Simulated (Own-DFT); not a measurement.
# Biaxial strain at fixed height in wurtzite AlGaN with randomly placed atoms, 96 atoms (Al36Ga12N48)

No measurement is shown. These are fixed-geometry runs of a retired plane-wave code named Own-DFT, which no person has reviewed; spin and spin-orbit coupling are neglected.

Method: PBE; PseudoDojo norm-conserving scalar-relativistic files (stringent for Ga); cutoff 96 hartree; 3 x 4 x 3 k mesh centred on Gamma; Gaussian smearing of 0.01 eV.

Limits: k mesh not checked against a denser one; stress not checked against mesh or cutoff.

Unstrained cell vectors in Å: (12.525, 0.000, 0.000); (-4.697, 8.135, 0.000); (0.000, 0.000, 10.066). The unstrained cell has measured lattice constants (interpolated for alloys), not those of this functional. That, the random moves and any unrelaxed bonds set the pressure at no strain. Each run strains x and y alike by e, as a substrate would, and holds the height along z. Each atom got a random Gaussian move of width 0.05 Å along each axis. The random placing of the alloy's atoms differs from row to row. Stress is positive in tension.

```
e (%),u (Å),(s_xx + s_yy)/2 (GPa),s_zz (GPa)
-2.75,0.048,-24.61,-10.93
-0.75,0.046,-9.81,-8.85
-0.50,0.052,-9.34,-8.19
-0.25,0.049,-7.66,-7.02
0.50,0.051,-2.83,-7.58
1.00,0.051,-1.98,-3.09
1.25,0.047,1.17,-5.61
1.50,0.050,?,?
2.00,0.051,3.19,-2.84
2.75,0.052,7.20,-2.69
```

## What the rows give

With e as a fraction, the in-plane stress is -6.1 + 568 e - 3636 e² GPa (errors 16 and 876, scatter 0.76), and s_zz is -6.9 + 167 e GPa (slope ± 25, scatter 1.15). At e = 0 the first slope is C11 + C12 and the second 2 C13, both with the ions held to the strained lattice and at the cell's own pressure. The term in e² is negative: the layer stiffens under compression and softens under tension. A free layer would change its height as e changes, and the in-plane slope would drop by 2 C13²/C33 to the biaxial modulus. At fixed height, a misfit of 1 % moves the in-plane stress by about 5.7 GPa and s_zz by 1.7 GPa.

## Withheld run

Asked: what are the two stresses at e = 1.50 %?

Estimate: 1.6 and -4.4 GPa. DFT gave 1.59 and -4.94 GPa.
